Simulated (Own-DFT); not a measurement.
## Calculated data, GaP (zincblende, atoms displaced)

Computed with Own-DFT development build. A calculation, not a measurement: plane-wave PBE density functional theory by an unreviewed code, no spin, of a simulated periodic cell, stress positive in tension, free energy of the whole cell less one offset for each atom, forces on such cells passed a denser k mesh, this cell's mesh not checked; offsets are fitted by least squares, one for each functional and potential file, so energies compare only between cells with the same atoms and settings and are not formation energies; the far tail of each file's local potential was reset to the Coulomb form; each entry is a single point on an unrelaxed cell, so the pressure reflects the starting lattice, mostly measured values (interpolated for alloys), from which strain is counted, and rises with the displacements; printed positions are rounded, which can move forces by about a meV/angstrom; the program, named Own-DFT, is a retired in-house code; no spin-orbit coupling.

## GaP (zincblende, atoms displaced)

```xyz
96
Lattice="16.3515 0.0000 0.0000 0.0000 10.9010 0.0000 0.0000 0.0000 10.9010" Properties=species:S:1:pos:R:3 GaP
Ga    16.3226     0.0283    10.8323
Ga     0.0158     2.7842     2.7173
Ga     2.7939     0.0239     2.6927
Ga     2.7477     2.7153     0.0918
P      1.3172     1.3670     1.4201
P      1.3250     4.1491     4.0876
P      4.0101     1.3837     4.0663
P      4.0787     4.0320     1.3099
Ga    16.3158    10.8995     5.4841
Ga    16.3302     2.7111     8.2301
Ga     2.6919    10.8777     8.1101
Ga     2.6602     2.6867     5.3871
P      1.3911     1.3005     6.8167
P      1.3474     4.1250     9.6013
P      4.1521     1.3346     9.6137
P      4.0077     4.0833     6.7732
Ga     0.0270     5.4368     0.0144
Ga    16.2682     8.2020     2.7450
Ga     2.7668     5.4043     2.6766
Ga     2.6895     8.1997     0.0436
P      1.3260     6.8152     1.3081
P      1.4208     9.5019     4.0279
P      4.0894     6.7751     4.0760
P      4.0557     9.4662     1.3333
Ga     0.0292     5.4416     5.4992
Ga     0.0029     8.2403     8.2185
Ga     2.7047     5.4570     8.2100
Ga     2.6972     8.2626     5.4988
P      1.3457     6.7968     6.8576
P      1.3739     9.5563     9.5387
P      4.0669     6.8420     9.4565
P      4.0237     9.5723     6.7435
Ga     5.3897    10.8661     0.0440
Ga     5.4331     2.6635     2.6844
Ga     8.1864    10.8087     2.8262
Ga     8.2256     2.7439    10.8382
P      6.7877     1.3684     1.3973
P      6.8188     4.1740     4.1328
P      9.5561     1.3270     4.0148
P      9.5869     4.1053     1.2959
Ga     5.5063     0.0760     5.4265
Ga     5.5624     2.7460     8.1721
Ga     8.2266    10.8945     8.1897
Ga     8.1688     2.6991     5.4104
P      6.8190     1.3609     6.7938
P      6.8389     4.1148     9.5224
P      9.5278     1.4260     9.4662
P      9.5903     4.0485     6.7630
Ga     5.4139     5.4345    10.8911
Ga     5.4881     8.2144     2.7277
Ga     8.1681     5.3788     2.6479
Ga     8.0899     8.1768     0.0490
P      6.8680     6.8194     1.3475
P      6.7466     9.5515     4.0072
P      9.5885     6.7544     4.1095
P      9.5405     9.5482     1.3935
Ga     5.4692     5.3923     5.4204
Ga     5.4417     8.2315     8.1991
Ga     8.1379     5.4194     8.2082
Ga     8.1925     8.1783     5.4537
P      6.8110     6.8313     6.7197
P      6.7329     9.4506     9.4704
P      9.5935     6.7924     9.4394
P      9.6403     9.5861     6.9209
Ga    10.9314    10.8326     0.0262
Ga    10.8269     2.6436     2.7881
Ga    13.7200    10.8182     2.6861
Ga    13.6382     2.7448    10.8219
P     12.2020     1.3190     1.3421
P     12.3020     4.0723     4.1052
P     14.8961     1.3852     4.0629
P     14.9521     4.1621     1.3909
Ga    10.9103    10.8465     5.4935
Ga    10.8970     2.6838     8.1243
Ga    13.5393    10.8998     8.1359
Ga    13.6431     2.6703     5.4042
P     12.2471     1.4164     6.8091
P     12.2564     4.1713     9.5715
P     14.9441     1.3746     9.5018
P     14.9066     4.1307     6.8174
Ga    10.8818     5.4702     0.0205
Ga    10.8328     8.2681     2.7480
Ga    13.6905     5.3917     2.6914
Ga    13.6517     8.0710    10.8984
P     12.3501     6.8325     1.3792
P     12.1739     9.5345     4.1044
P     15.0607     6.7059     4.0862
P     15.0037     9.4538     1.3555
Ga    10.8429     5.4736     5.4016
Ga    10.9509     8.2139     8.1696
Ga    13.6737     5.4991     8.1427
Ga    13.6485     8.2687     5.4952
P     12.2985     6.7977     6.9293
P     12.0735     9.4605     9.4684
P     14.9191     6.8166     9.5067
P     15.0270     9.4650     6.7932
```

It was run with functional PBE, potential files PseudoDojo norm-conserving, scalar-relativistic, standard set, wave cutoff 42 hartree, occupations Fermi-Dirac, smearing width 0.1 eV and k mesh 2 x 3 x 3 centred on Gamma.

The calculation gives: free energy of cell above offsets -49.435 eV; pressure 3.38 GPa; stress xx -3.33 GPa; stress yy -3.38 GPa; stress zz -3.41 GPa; stress yz -0.48 GPa; stress xz -0.03 GPa; stress xy -0.34 GPa.

Force:
| element | x (eV/Å) | y (eV/Å) | z (eV/Å) |
| --- | --- | --- | --- |
| Ga | 0.074 | -0.118 | 0.625 |
| Ga | -0.649 | -0.032 | 0.262 |
| Ga | -0.681 | -0.572 | -0.111 |
| Ga | -0.75 | -0.639 | -1.098 |
| P | 0.185 | -0.242 | -0.566 |
| P | 0.488 | -0.537 | -0.082 |
| P | 1.082 | -0.102 | 0.093 |
| P | 0.677 | 0.673 | 0.793 |
| Ga | 0.304 | -0.061 | -0.869 |
| Ga | 0.344 | 0.528 | -0.735 |
| Ga | 0.821 | 0.216 | 1.035 |
| Ga | -0.168 | 0.534 | 0.426 |
| P | -0.936 | 1.054 | -0.139 |
| P | 0.397 | -0.957 | -0.412 |
| P | -0.838 | 0.504 | -1.152 |
| P | 0.672 | -0.411 | 0.394 |
| Ga | -0.878 | 0.494 | -0.186 |
| Ga | 1.085 | -0.913 | 0.283 |
| Ga | -0.375 | 0.589 | 0.035 |
| Ga | -0.094 | -0.732 | -0.854 |
| P | 0.255 | 0.119 | 0.912 |
| P | -0.831 | 0.725 | 0.209 |
| P | -0.007 | 0.568 | 0.094 |
| P | 0.455 | 0.589 | 0.6 |
| Ga | -0.258 | 0.018 | 0.265 |
| Ga | -0.001 | -0.988 | 0.054 |
| Ga | -0.049 | -0.244 | -0.342 |
| Ga | -0.215 | -1.518 | -0.694 |
| P | 0.111 | 0.62 | -0.033 |
| P | 0.004 | 0.223 | 0.11 |
| P | 0.081 | -0.004 | 1.05 |
| P | 1.448 | 0.314 | 0.608 |
| Ga | 0.811 | -0.221 | -0.109 |
| Ga | 0.041 | 0.893 | 0.766 |
| Ga | -0.063 | 0.941 | -1.226 |
| Ga | -0.508 | -0.113 | 0.555 |
| P | 1.028 | -0.689 | -0.588 |
| P | 0.228 | -1.657 | -1.24 |
| P | -0.821 | -0.673 | 1.722 |
| P | -0.403 | -0.787 | 0.815 |
| Ga | -0.973 | -0.411 | -0.203 |
| Ga | -1.344 | -0.059 | -0.063 |
| Ga | -0.782 | -0.034 | 0.141 |
| Ga | 0.357 | 0.225 | -0.078 |
| P | 0.588 | -0.135 | 0.185 |
| P | -0.393 | -0.177 | 0.59 |
| P | 0.279 | -0.996 | 0.901 |
| P | -0.833 | 0.221 | 0.239 |
| Ga | 0.121 | 0.521 | -0.285 |
| Ga | -0.871 | -1.258 | -0.461 |
| Ga | 0.407 | 0.433 | 0.513 |
| Ga | 1.273 | 0.108 | -1.221 |
| P | -1.156 | -0.58 | 0.464 |
| P | 0.656 | -0.063 | 1.661 |
| P | -1.201 | 1.088 | -1.202 |
| P | -0.861 | -0.031 | -0.656 |
| Ga | -0.94 | 0.852 | 0.611 |
| Ga | -0.802 | -1.064 | -1.795 |
| Ga | 0.722 | 0.572 | -1.192 |
| Ga | 0.381 | 0.357 | -0.133 |
| P | -0.296 | -0.188 | 1.127 |
| P | 1.355 | 1.753 | 1.384 |
| P | -0.813 | 0.397 | 1.01 |
| P | -1.286 | -0.57 | -1.236 |
| Ga | -0.677 | 0.63 | -0.527 |
| Ga | 1.295 | 1.239 | -1.094 |
| Ga | -1.388 | 0.402 | 0.105 |
| Ga | -0.617 | 0.217 | 0.898 |
| P | 1.097 | 0.318 | 0.207 |
| P | -0.652 | 0.029 | -0.417 |
| P | 1.518 | -0.63 | -0.261 |
| P | 1.004 | -1.604 | -1.302 |
| Ga | -0.016 | 1.027 | -0.194 |
| Ga | 0.349 | 1.163 | 0.561 |
| Ga | 0.178 | -0.551 | 0.163 |
| Ga | -0.539 | 0.855 | 0.728 |
| P | 0.315 | -0.697 | -0.545 |
| P | 0.084 | -0.737 | -0.811 |
| P | -0.11 | -0.608 | 0.041 |
| P | 1.073 | -1.03 | -0.291 |
| Ga | 0.631 | 0.813 | -0.259 |
| Ga | 0.672 | -1.497 | -0.084 |
| Ga | -1.121 | 0.922 | 1.055 |
| Ga | -0.684 | 1.035 | -0.367 |
| P | -1.318 | -0.214 | 0.64 |
| P | 1.414 | 0.183 | -0.057 |
| P | -0.903 | 1.117 | 0.28 |
| P | -0.11 | 0.75 | -0.99 |
| Ga | 1.561 | -0.567 | 1.077 |
| Ga | -1.09 | -1.98 | -0.995 |
| Ga | -0.678 | -0.634 | 0.716 |
| Ga | -0.715 | -1.718 | -0.807 |
| P | -0.577 | 0.574 | -1.861 |
| P | 3.011 | 1.506 | 1.941 |
| P | 1.581 | -0.048 | 0.197 |
| P | -0.243 | 1.383 | 0.683 |
